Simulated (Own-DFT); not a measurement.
# Same atoms, different arrangement: Ga48P48, 96 atoms

All numbers below are calculated, not measured. The program, named Own-DFT, is a retired in-house plane-wave density functional code that no person has reviewed. Each row is one single-point run on a periodic cell that was not relaxed, without spin or spin-orbit coupling.

Settings of every run: PBE; PseudoDojo norm-conserving scalar-relativistic files; cutoff 42 hartree; 2 x 3 x 3 k mesh centred on Gamma; Fermi-Dirac smearing of 0.1 eV.

Known limits, some of them of some rows only: not probed for a lower state with spin; forces on such cells failed a check on a denser k mesh; forces on such cells passed a denser k mesh, each cell not checked; stress not checked against mesh or cutoff.

All cells hold the same atoms in the same cell, with vectors in Å (16.352, 0.000, 0.000); (0.000, 10.901, 0.000); (0.000, 0.000, 10.901). Every atom was moved at random from its ideal site; u is the rms move along one axis. The defect's site can differ from row to row. E is the free energy of the cell above the lowest run. The arrangements:

- A: zincblende GaP
- B: zincblende GaP, with one Ga on a P site and one P on a Ga site, 2.4 Å apart

```
arrangement   u (Å)  E (eV)  P (GPa)
          A  0.0200   0.000     2.71
          A  0.0203   0.063     2.71
          A  0.0209   0.084     2.72
          A  0.0482   3.166     3.15
          A  0.0505   4.099     3.35
          A  0.0510   3.958     3.32
          B  0.0309   3.958     2.90
          B  0.0312   3.970     2.93
          B  0.0317   4.158     2.97
          B  0.0474   5.923     3.25
          B  0.0499   6.658     3.32
          B  0.0507   6.698     3.25
```

Question: once the cost of the random moves is taken out, how do the arrangements rank?

## Worked answer

Fit E = a + b u², with one b for all and one a for each arrangement, and with residuals divided by u², since the noise grows with the moves. Then b = 1736 eV/Å², the scatter at u = 0.04 Å is 0.13 eV, and against A:

- B: 2.98 ± 0.06 eV (higher)

These are energies of unrelaxed cells. Relaxing the atoms lowers the strained arrangements most, so the gaps would shrink and small ones could change sign.
